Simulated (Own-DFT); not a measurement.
## Calculated data, GaN (wurtzite, atoms displaced)

Computed with Own-DFT development build. A calculation, not a measurement: plane-wave PBE density functional theory by an unreviewed code, no spin, of a simulated periodic cell, stress positive in tension, free energy of the whole cell less one offset for each atom, forces on such cells passed a denser k mesh, this cell's mesh not checked; offsets are fitted by least squares, one for each functional and potential file, so energies compare only between cells with the same atoms and settings and are not formation energies; the far tail of each file's local potential was reset to the Coulomb form; each entry is a single point on an unrelaxed cell, so the pressure reflects the starting lattice, mostly measured values (interpolated for alloys), from which strain is counted, and rises with the displacements; printed positions are rounded, which can move forces by about a meV/angstrom; the program, named Own-DFT, is a retired in-house code; no spin-orbit coupling.

Common to all runs: functional PBE; potential files PseudoDojo norm-conserving, scalar-relativistic, standard set with the stringent files for Ga; wave cutoff 96 hartree; occupations Gaussian; smearing width 0.01 eV; k mesh 3 x 4 x 3 centred on Gamma.

(1) 
```xyz
96
Lattice="12.7560 0.0000 0.0000 -4.7835 8.2853 0.0000 0.0000 0.0000 10.3700" Properties=species:S:1:pos:R:3:force_x:R:1:force_y:R:1:force_z:R:1 formula=GaN free_energy_of_cell_above_offsets=-4.108 pressure=7.27 stress_xx=-5.01 stress_yy=-8.15 stress_zz=-8.65 stress_yz=-0.92 stress_xz=0.01 stress_xy=0.09
Ga    -0.0240     1.8083    10.3589     -0.374      0.233      0.999
Ga     1.6157     0.8851     2.6118     -0.503      1.563     -0.061
N      0.0168     1.9362     1.9946     -0.488     -3.318      -1.31
N      1.5739     0.9356     4.5217      0.211     -0.634      0.961
Ga    -0.0188     1.8783     5.2376      0.335     -0.241     -0.957
Ga     1.6313     0.9049     7.8030     -0.753       1.06      0.502
N     -0.0341     1.9024     7.1027      0.391     -1.934      1.786
N      1.5332     0.9426     9.8297      1.355     -0.655      -1.17
Ga    -1.5368     4.5856    10.3590     -1.436      0.512      0.004
Ga     0.1249     3.6352     2.4946     -1.734      2.408      2.465
N     -1.5839     4.6032     1.9046      0.537     -0.083      0.417
N      0.0012     3.6278     4.5684      0.436      1.888     -0.812
Ga    -1.6085     4.6381     5.2278      0.666     -1.449     -2.054
Ga    -0.0215     3.6604     7.7972      0.397      0.295     -0.539
N     -1.5665     4.5400     7.0512     -0.818      0.891       2.78
N     -0.0451     3.6196     9.7386      0.955      0.618     -0.328
Ga    -3.2484     7.3472     0.0644      0.898      0.164     -1.371
Ga    -1.6459     6.4235     2.6484      0.918      0.125     -1.916
N     -3.1247     7.4662     1.9159     -1.043     -2.168      1.161
N     -1.5658     6.3832     4.4977     -0.586      1.505      1.352
Ga    -3.2168     7.3598     5.2244      0.963       0.57     -0.455
Ga    -1.6151     6.3885     7.7896      0.181     -0.099      0.184
N     -3.1438     7.4098     7.1802     -1.109      -1.27     -0.464
N     -1.5998     6.4522     9.7386     -0.265     -0.405     -0.004
Ga     3.1890     1.8813    10.3687      0.529     -1.257      0.341
Ga     4.7874     1.0513     2.6566     -1.406     -2.244     -0.977
N      3.1985     1.9253     2.0528     -0.326     -1.608     -1.558
N      4.7492     0.9235     4.5402      0.573      1.447      0.755
Ga     3.1470     1.8644     5.1574     -0.138      0.077      1.056
Ga     4.8589     0.8937     7.7110     -1.836     -0.659      1.252
N      3.2058     1.8716     7.2365      0.182     -1.473     -1.691
N      4.8482     0.9853     9.6805     -0.557     -0.643      0.809
Ga     1.6282     4.5396    10.3083     -1.099       1.38      0.702
Ga     3.1421     3.6671     2.5709      1.251      1.669      0.812
N      1.6233     4.6352     1.9777       0.26      0.264     -1.436
N      3.1183     3.7006     4.5718      1.727      0.039     -0.761
Ga     1.6319     4.6578     5.1852     -1.679     -0.458      0.282
Ga     3.1632     3.6191     7.8274      0.859      1.362     -0.793
N      1.6327     4.5731     7.1655     -0.542      0.199     -0.215
N      3.1562     3.6811     9.7206      0.983     -0.122      0.605
Ga     0.0315     7.3075     0.0477      -0.18      1.236     -1.348
Ga     1.6815     6.4588     2.5384      -1.65      0.734      0.215
N     -0.0128     7.4200     1.9120      0.246     -0.326      1.779
N      1.6276     6.4864     4.4981     -0.058      0.414      0.566
Ga    -0.0228     7.4494     5.0754      0.018     -2.294      1.463
Ga     1.6134     6.3786     7.8019      -0.73       0.65     -0.969
N     -0.0776     7.3126     7.1722      1.638      0.423     -1.339
N      1.6545     6.4622     9.6639     -0.404     -0.723      1.714
Ga     6.4547     1.8623     0.0070     -1.446     -0.111      0.262
Ga     8.0070     0.9929     2.6347      -1.09     -1.229      -1.63
N      6.3202     1.7960     2.0630      2.558      1.202     -1.714
N      8.0191     0.9846     4.4676     -0.829     -1.455      1.711
Ga     6.4323     1.7999     5.1823      -0.86      1.079     -0.178
Ga     7.9092     0.8604     7.7649       2.05      1.454      1.099
N      6.4036     1.7534     7.1322      0.071      1.038     -1.052
N      7.9601     0.8823     9.7376      0.417      0.865     -0.186
Ga     4.7749     4.5606     0.0990      0.104      0.835     -4.017
Ga     6.4599     3.6238     2.6149      -1.24      0.972     -0.321
N      4.8464     4.6293     1.8341     -0.701     -0.534      5.395
N      6.4206     3.6882     4.5322     -0.574     -0.318      0.611
Ga     4.8018     4.6457     5.0996     -0.457      -1.77      1.467
Ga     6.3686     3.6086     7.7636     -0.336      0.548      0.457
N      4.8007     4.5700     7.1665     -0.457      0.162     -0.714
N      6.3689     3.7043     9.7300      0.175     -0.562      0.036
Ga     3.2053     7.4143     0.0368      0.377     -1.322     -1.149
Ga     4.7163     6.4414     2.6761      1.069      0.081     -2.353
N      3.1843     7.4250     1.8923      0.665      0.279      1.934
N      4.8062     6.4232     4.5445     -0.534      1.381      0.893
Ga     3.1559     7.4235     5.2653      0.593     -0.659     -1.078
Ga     4.7646     6.4309     7.7704      0.669     -1.076      1.624
N      3.2444     7.3841     7.1921     -1.016     -0.756     -0.965
N      4.8380     6.4778     9.8735     -1.275     -0.877     -2.088
Ga     9.5120     1.7884     0.1293      0.735     -0.153     -4.744
Ga    11.1031     0.9556     2.5938       1.84     -1.065      0.157
N      9.5406     1.8755     1.8876      -0.02     -1.665      2.664
N     11.2178     0.9409     4.5462     -1.447     -0.904      0.014
Ga     9.5343     1.8046     5.1426      2.069      1.942      1.378
Ga    11.1255     0.8226     7.8494      0.096      2.264     -0.777
N      9.5704     1.9451     7.1676     -0.504     -3.208     -0.717
N     11.1848     0.8574     9.7700     -0.898      0.662      0.145
Ga     7.9717     4.5957     0.0062      -0.64      0.086      0.387
Ga     9.6587     3.5826     2.4676     -0.743      3.575      2.331
N      7.9109     4.6673     1.9999      1.654     -2.219     -1.271
N      9.5787     3.7306     4.5414     -0.636      -0.69     -0.697
Ga     7.9471     4.6875     5.2251      0.945     -1.328     -0.812
Ga     9.5700     3.6533     7.8192     -0.146      1.136      0.004
N      7.9117     4.5681     7.1405      0.911      0.509       0.34
N      9.4851     3.6328     9.7826      1.421      0.049     -0.183
Ga     6.4485     7.3095    10.3241      -1.29      0.628      1.634
Ga     7.9237     6.3906     2.5787       0.72      2.102       0.56
N      6.3934     7.3282     1.9461      -0.71      1.129      0.387
N      7.9722     6.4945     4.5438       0.33     -0.586      0.058
Ga     6.4286     7.3110     5.2413     -0.851       1.54     -0.882
Ga     7.9575     6.4112     7.7826      0.357      0.122      0.097
N      6.3504     7.3557     7.1569      0.417     -0.569     -0.063
N      7.9355     6.4103     9.7317      1.665     -0.245     -0.486
```

Units: free_energy_of_cell_above_offsets in eV; pressure, stress_xx, stress_yy, stress_zz, stress_yz, stress_xz, stress_xy in GPa; force_x, force_y, force_z in eV/Å.

(2) 
```xyz
96
Lattice="12.7560 0.0000 0.0000 -4.7835 8.2853 0.0000 0.0000 0.0000 10.3700" Properties=species:S:1:pos:R:3:force_x:R:1:force_y:R:1:force_z:R:1 formula=GaN free_energy_of_cell_above_offsets=-4.762 pressure=6.99 stress_xx=-6.62 stress_yy=-6.65 stress_zz=-7.7 stress_yz=0.13 stress_xz=0.2 stress_xy=1.41
Ga     0.0395     1.8032     0.0088     -1.768      0.623      0.707
Ga     1.6731     0.9732     2.5573     -1.217     -0.727       0.39
N      0.0029     1.7568     1.9550      0.306      1.681      -0.02
N      1.5698     0.9452     4.5051      0.624      0.538      0.281
Ga     0.0162     1.8988     5.2634     -1.026     -1.371     -2.127
Ga     1.6343     0.9579     7.8061     -1.839     -1.035     -1.085
N      0.0285     1.8675     7.0850     -0.328     -0.449      2.326
N      1.5152     0.9675     9.6752      1.676     -1.599      0.763
Ga    -1.5653     4.6331    10.3615     -0.316     -1.298      -0.58
Ga    -0.0443     3.7403     2.6178      0.197     -1.866     -0.359
N     -1.5737     4.6061     1.8988     -0.466      -0.42      0.499
N      0.0046     3.6626     4.5425      -0.52      0.344     -0.277
Ga    -1.5074     4.7011     5.1712     -1.246     -1.407      0.757
Ga    -0.0321     3.6535     7.8064       0.63       0.28     -0.357
N     -1.6284     4.5749     7.1682      2.411      1.866     -1.057
N      0.0061     3.6244     9.7312      0.225       1.06      0.379
Ga    -3.1525     7.3150     0.0260     -1.235      0.325     -0.636
Ga    -1.6576     6.3539     2.6193      1.022       1.78     -0.802
N     -3.1731     7.3775     1.9315      0.343      0.064      0.508
N     -1.5583     6.4475     4.5093     -0.133      1.371      0.743
Ga    -3.1673     7.4492     5.1472     -0.628     -1.324      0.563
Ga    -1.5279     6.4760     7.7778     -1.154     -0.518     -0.307
N     -3.1745     7.3900     7.1436      0.645     -0.157     -0.007
N     -1.5958     6.4239     9.7423       0.78      0.789     -0.688
Ga     3.1735     1.7299    10.3017     -2.097      2.658      1.769
Ga     4.8026     0.9655     2.6316     -0.755     -1.063     -0.623
N      3.1887     1.9018     1.9388      0.865     -0.245     -0.511
N      4.7186     0.9061     4.6124       2.25      0.902     -1.505
Ga     3.2510     1.7887     5.1557      -2.82      1.838     -0.008
Ga     4.7448     1.0034     7.7965      1.133     -0.887     -0.442
N      3.1227     1.8499     7.1033      1.821     -0.184      0.048
N      4.6784     0.9432     9.7621      2.559     -1.033      -1.58
Ga     1.6280     4.6894     0.0250     -1.154     -1.491     -0.224
Ga     3.1288     3.7663     2.5071      1.242     -1.028      1.205
N      1.5318     4.5691     1.9918      0.238      1.335     -0.994
N      3.1852     3.6615     4.5209     -0.051     -0.144      0.047
Ga     1.5618     4.5463     5.1481      0.808      1.202     -0.023
Ga     3.2607     3.6341     7.7392     -1.274      1.526      0.616
N      1.5873     4.6002     7.0771      0.525     -0.975      0.826
N      3.1653     3.7337     9.7418      0.087     -1.101      -0.59
Ga     0.0414     7.3656    10.3349     -0.867     -0.031      0.723
Ga     1.5918     6.4573     2.6049     -0.621      0.269      0.296
N      0.0170     7.3697     1.8858     -0.491      0.259      0.944
N      1.5456     6.4475     4.5284      0.426      0.405      0.926
Ga     0.0169     7.5215     5.2965      0.188     -3.412     -3.343
Ga     1.5679     6.3858     7.7060      2.498     -0.167      0.616
N      0.1134     7.2292     7.0405     -2.132      2.361      3.128
N      1.5915     6.4691     9.7086      0.042     -0.116     -0.744
Ga     6.3231     1.8464     0.0257      0.442     -0.274     -0.173
Ga     8.0145     1.0241     2.5110     -0.264     -1.685      1.121
N      6.3695     1.8344     1.9784      0.151      0.496     -0.423
N      8.0849     0.9529     4.4823     -2.726     -0.193      0.114
Ga     6.3947     1.7948     5.1980      0.714      0.762     -0.876
Ga     8.0062     0.8886     7.7661      0.704      0.696     -0.218
N      6.4893     1.8481     7.1136     -1.834     -0.264      0.556
N      7.9365     0.9164     9.6659     -0.135      0.188      1.412
Ga     4.6692     4.6878     0.0304      1.656      -0.86     -0.154
Ga     6.4023     3.6917     2.6058      0.107      0.595     -0.592
N      4.7999     4.6163     1.9555      -0.41     -0.492     -0.298
N      6.3328     3.6496     4.4969      0.174      -0.04       1.22
Ga     4.7247     4.5870     5.2450      0.766      0.532     -1.389
Ga     6.3864     3.6747     7.8204      1.505     -0.286      0.176
N      4.8830     4.5806     7.1796     -1.486     -0.257     -0.406
N      6.4134     3.6530     9.7912     -2.177     -0.074     -0.852
Ga     3.1887     7.3593    10.2659      0.113      0.619      1.582
Ga     4.7703     6.4016     2.5848      1.207      1.243      0.321
N      3.1964     7.3624     2.1679     -0.062       0.77     -2.825
N      4.8159     6.4534     4.5143     -0.497     -0.925      1.192
Ga     3.2434     7.4289     5.1591     -0.453     -1.197     -0.682
Ga     4.8157     6.3939     7.7635      0.768      1.261      0.013
N      3.2860     7.3908     7.1237     -0.924      -0.93     -0.092
N      4.7814     6.4751     9.7282       0.11     -0.301     -0.221
Ga     9.5837     1.7882     0.0187     -0.758      1.204     -0.653
Ga    11.1457     0.9671     2.5792      0.238     -0.994      1.126
N      9.5783     1.9083     1.9455      0.033     -0.573     -0.687
N     11.0440     0.8850     4.5854      1.903      1.093     -0.698
Ga     9.5258     1.7819     5.2505      1.398      1.972     -0.934
Ga    11.0899     0.9357     7.8175      1.599     -0.548      -0.19
N      9.6342     1.8780     7.1002     -1.262     -0.015      1.596
N     11.0948     0.8569     9.8026      1.189      1.316     -1.227
Ga     7.9226     4.5282    10.3560      1.673       1.37      0.339
Ga     9.5978     3.6628     2.5715     -0.578      1.482      1.097
N      8.0067     4.7103     1.9205     -0.159     -2.004      0.367
N      9.6062     3.7196     4.5949     -0.143     -0.215     -0.701
Ga     7.9479     4.5939     5.2006      0.294      0.366     -0.833
Ga     9.6689     3.7331     7.7734     -2.817     -1.097     -0.173
N      7.9386     4.6354     7.1031      0.547     -1.297      0.747
N      9.5705     3.6813     9.6660      0.138      -0.28      1.341
Ga     6.4268     7.3679    10.3333     -0.597     -0.718      1.652
Ga     8.0105     6.4500     2.6421     -0.838      1.163     -0.536
N      6.4044     7.4196     1.9946     -0.482     -0.912     -0.829
N      7.9089     6.5031     4.5459      1.756     -0.991      0.317
Ga     6.3833     7.3756     5.1665     -0.414      0.148      0.829
Ga     7.9596     6.3691     7.8106      0.997      1.261     -0.374
N      6.4980     7.3854     7.1965     -1.892     -0.061     -0.652
N      7.9271     6.4220     9.7213      1.323     -0.478      0.397
```

Units: free_energy_of_cell_above_offsets in eV; pressure, stress_xx, stress_yy, stress_zz, stress_yz, stress_xz, stress_xy in GPa; force_x, force_y, force_z in eV/Å.

(3) 
```xyz
96
Lattice="12.7560 0.0000 0.0000 -4.7835 8.2853 0.0000 0.0000 0.0000 10.3700" Properties=species:S:1:pos:R:3:force_x:R:1:force_y:R:1:force_z:R:1 formula=GaN free_energy_of_cell_above_offsets=-4.076 pressure=7.12 stress_xx=-6.47 stress_yy=-6.71 stress_zz=-8.18 stress_yz=-0.02 stress_xz=-0.11 stress_xy=-1.22
Ga    -0.0809     1.9588     0.0199      1.353     -1.247     -0.506
Ga     1.6477     0.9852     2.6206      0.221     -1.217     -0.689
N      0.0823     1.8642     1.9941     -1.009       0.39      -0.93
N      1.5592     0.9161     4.5121      0.684      0.008      0.322
Ga     0.0519     1.9307     5.0714     -1.119     -4.178      2.702
Ga     1.5914     0.9402     7.8073      0.508     -0.007     -0.077
N     -0.0346     1.7031     7.2077      1.869      3.192      -1.52
N      1.5647     0.7976     9.7763      0.112      6.062     -1.524
Ga    -1.5634     4.4885     0.0475     -1.057      2.658     -1.585
Ga    -0.0508     3.6788     2.6171     -0.411      0.306      0.285
N     -1.6758     4.5900     1.9088      1.501     -0.091      1.453
N      0.0311     3.6197     4.6108     -0.984      3.583     -1.698
Ga    -1.5878     4.6558     5.1523     -0.379     -0.399     -0.073
Ga    -0.0050     3.7033     7.8491       0.53     -0.489     -2.547
N     -1.5763     4.6114     7.0743     -0.229     -0.196      0.585
N      0.0717     3.7981     9.6876     -0.719     -1.711      1.605
Ga    -3.2466     7.4828     0.0195       1.12     -5.167      0.421
Ga    -1.5600     6.4282     2.6018     -0.448       0.52     -2.195
N     -3.1437     7.4214     1.8916     -0.195     -0.336      1.972
N     -1.5679     6.5398     4.4413     -1.495     -2.104      1.051
Ga    -3.1744     7.3619     5.1909     -0.395      0.636     -0.214
Ga    -1.5814     6.4512     7.7906     -1.354     -0.253      0.846
N     -3.1753     7.4539     7.0835       0.05     -1.362      0.829
N     -1.5768     6.4630     9.7287     -0.765     -0.508      0.624
Ga     3.2343     1.8590     0.0172     -0.577     -0.793     -0.892
Ga     4.6776     0.9585     2.4895      1.993     -1.266      2.408
N      3.2233     1.9020     1.9282     -1.547      0.268     -0.149
N      4.7423     0.8861     4.5812      0.368      0.407     -0.739
Ga     3.1432     1.8218     5.1836      0.677     -0.651      -0.26
Ga     4.8003     0.9644     7.6999     -1.337     -1.468      0.593
N      3.1958     1.9263     7.0692     -0.583     -1.483      1.588
N      4.8220     0.8541     9.7308     -1.502      1.388     -0.954
Ga     1.6177     4.5595     0.0939       0.43      1.404     -1.148
Ga     3.1518     3.7047     2.5988       0.28     -0.053      0.337
N      1.5133     4.5522     1.9986       0.88      0.869      0.066
N      3.1471     3.5994     4.5433      0.483      1.319     -0.736
Ga     1.5930     4.5402     5.1651      0.747      1.231      0.916
Ga     3.2343     3.6440     7.8360      0.219      0.852     -0.541
N      1.7071     4.6003     7.1603     -1.512     -0.876     -0.589
N      3.2603     3.6971     9.7781     -0.632     -0.257      0.043
Ga    -0.0408     7.4141     0.0588     -0.173     -1.895     -1.016
Ga     1.6750     6.4594     2.5598      -1.36     -0.381      0.521
N      0.0563     7.3591     1.9572     -0.455      0.078      0.499
N      1.6548     6.4792     4.5159     -1.985     -1.644     -0.258
Ga    -0.0839     7.3096     5.1346      2.429      1.546      1.268
Ga     1.5948     6.3784     7.7786     -0.672      1.073      0.017
N     -0.1062     7.3215     7.1451      2.419      1.021     -1.141
N      1.4654     6.4152     9.7025      1.891     -0.101      1.176
Ga     6.3049     1.7704    10.3457      1.494      1.113      0.894
Ga     8.0019     0.8906     2.5684     -0.735      1.317      0.326
N      6.2718     1.8779     1.9977      1.524     -0.851     -1.073
N      8.0625     1.0024     4.5194     -1.915     -1.515      0.056
Ga     6.3682     1.8568     5.2612      -0.11     -0.435     -1.764
Ga     7.9846     0.8545     7.7356     -0.824       0.51      0.432
N      6.2828     1.9068     7.1356      2.212     -0.289       0.67
N      7.9233     0.9066     9.7270       0.63      0.007       0.08
Ga     4.8021     4.6336     0.1103      0.539     -0.431     -2.153
Ga     6.3916     3.6554     2.6478       0.13      0.517     -1.033
N      4.7491     4.5985     1.9382      0.393      0.356      1.764
N      6.3838     3.6625     4.5138     -0.016       0.56      1.275
Ga     4.7541     4.6207     5.1065       0.33     -0.925      0.774
Ga     6.4195     3.7177     7.8880     -0.614     -0.073     -2.229
N      4.7986     4.5283     7.0764       0.32      0.835      0.907
N      6.4532     3.6485     9.7228     -1.938     -0.085      1.403
Ga     3.1835     7.3601    10.3625     -1.609      0.117      -0.27
Ga     4.8501     6.4747     2.4901     -0.299     -0.277      1.537
N      3.1976     7.3709     1.9816      0.886     -0.126      -0.92
N      4.8625     6.4441     4.5600     -1.737     -0.319     -1.521
Ga     3.1525     7.2890     5.1485       2.05      1.762      0.851
Ga     4.7713     6.3782     7.8202      0.381      0.116     -0.836
N      3.1963     7.3149     7.1455     -0.392     -0.029     -0.428
N      4.7290     6.4685     9.7719      1.346     -0.545     -0.025
Ga     9.5977     1.8171    10.3349     -2.081      1.319     -0.343
Ga    11.2544     0.9295     2.5640     -0.822     -0.434      1.307
N      9.6122     1.8714     1.8984      0.029     -1.731      0.159
N     11.2182     0.8698     4.6315     -0.388      0.828     -1.464
Ga     9.5773     1.8844     5.0978       1.26     -0.106      1.472
Ga    11.1705     1.0367     7.8001     -1.678     -2.082      -1.46
N      9.5209     1.8039     7.1939      0.304      1.511     -1.188
N     11.1162     1.0268     9.6463      1.332     -1.323      2.183
Ga     7.9084     4.6127    10.3602      1.241     -0.006      0.829
Ga     9.5693     3.6105     2.5296     -0.885      1.452      0.414
N      7.9879     4.6201     1.9297     -0.568     -0.734      0.375
N      9.5353     3.7487     4.4618      0.883     -0.233      0.756
Ga     7.9792     4.6251     5.2240     -0.446     -0.127     -0.314
Ga     9.5159     3.7517     7.7747      1.479     -1.336      0.417
N      8.0104     4.6414     7.1922     -1.178     -0.019     -1.093
N      9.5149     3.7953     9.7339      1.101     -1.812     -0.101
Ga     6.4049     7.3725     0.0169      0.287      0.078     -1.394
Ga     8.0374     6.3891     2.6238      0.181      1.015     -0.012
N      6.4335     7.3712     1.9163       0.29      0.189      0.445
N      7.9838     6.4796     4.6052      0.109     -0.785     -0.808
Ga     6.3521     7.2782     5.2750      0.941      1.578     -0.659
Ga     7.9781     6.4632     7.7844      0.155      0.971     -0.112
N      6.3529     7.3546     7.1315      -0.06      0.006      1.923
N      8.0387     6.3772     9.7337     -1.402      1.796     -0.196
```

Units: free_energy_of_cell_above_offsets in eV; pressure, stress_xx, stress_yy, stress_zz, stress_yz, stress_xz, stress_xy in GPa; force_x, force_y, force_z in eV/Å.
